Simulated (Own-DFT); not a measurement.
# One host, several defects: C11b WSi2

Everything here is calculated. The program is Own-DFT (plane waves, in-house, since retired, never reviewed by a person); positions were held fixed, and spin and spin-orbit coupling were off.

Method: PBE; PseudoDojo norm-conserving scalar-relativistic files; cutoff 50 hartree; 5 x 5 x 5 k mesh centred on Gamma; cold (Marzari-Vanderbilt) smearing of 0.2 eV.

Keep in mind: forces on such cells failed a check on a denser k mesh; stress not checked against mesh or cutoff.

All runs share one cell, with vectors in Å (-2.148, -5.953, 3.409); (-6.444, 2.976, 1.136); (-2.553, -2.948, -6.757) and a volume of 403.2 Å³. The atoms are randomly displaced, by u rms on each axis. The defect's site can differ from row to row.

| cell | formula | u (Å) | P (GPa) |
|---|---|---|---|
| no defect | Si20W10 | 0.0189 | 4.32 |
| no defect | Si20W10 | 0.0213 | 4.24 |
| no defect | Si20W10 | 0.0479 | 6.16 |
| one Si on a W site | Si21W9 | 0.0297 | 5.88 |
| one Si on a W site | Si21W9 | 0.0478 | 6.93 |
| one Si on a W site | Si21W9 | 0.0533 | 7.27 |
| one W on a Si site | Si19W11 | 0.0325 | 9.55 |
| one W on a Si site | Si19W11 | 0.0529 | 11.48 |
| one W on a Si site | Si19W11 | 0.0583 | 12.65 |
| one Si vacancy | Si19W10 | 0.0303 | 2.85 |
| one Si vacancy | Si19W10 | 0.0318 | 2.99 |
| one Si vacancy | Si19W10 | 0.0478 | ? |
| one Si vacancy | Si19W10 | 0.0490 | 4.39 |

## Analysis

P = P0 + c u² + a shift for each defect gives P0 = 3.84 GPa, c = 1029 ± 90 GPa/Å² and a scatter of 0.26 GPa. The shifts, and each times the cell's volume:

- one W on a Si site: 4.90 ± 0.25 GPa, 12.3 eV
- one Si on a W site: 0.79 ± 0.23 GPa, 2.0 eV
- one Si vacancy: -1.92 ± 0.22 GPa, -4.8 eV

Against the defect-free cell, a freed cell would be larger where the shift is positive and smaller where it is negative (160.2 GPa Å³ is 1 eV). The atoms around the defects weren't relaxed, which would change these numbers.

## Withheld run

Q: what pressure belongs in the blank (one Si vacancy, u = 0.0478 Å)?

From the fit: 4.27 ± 0.32 GPa. DFT gave 4.43 GPa.
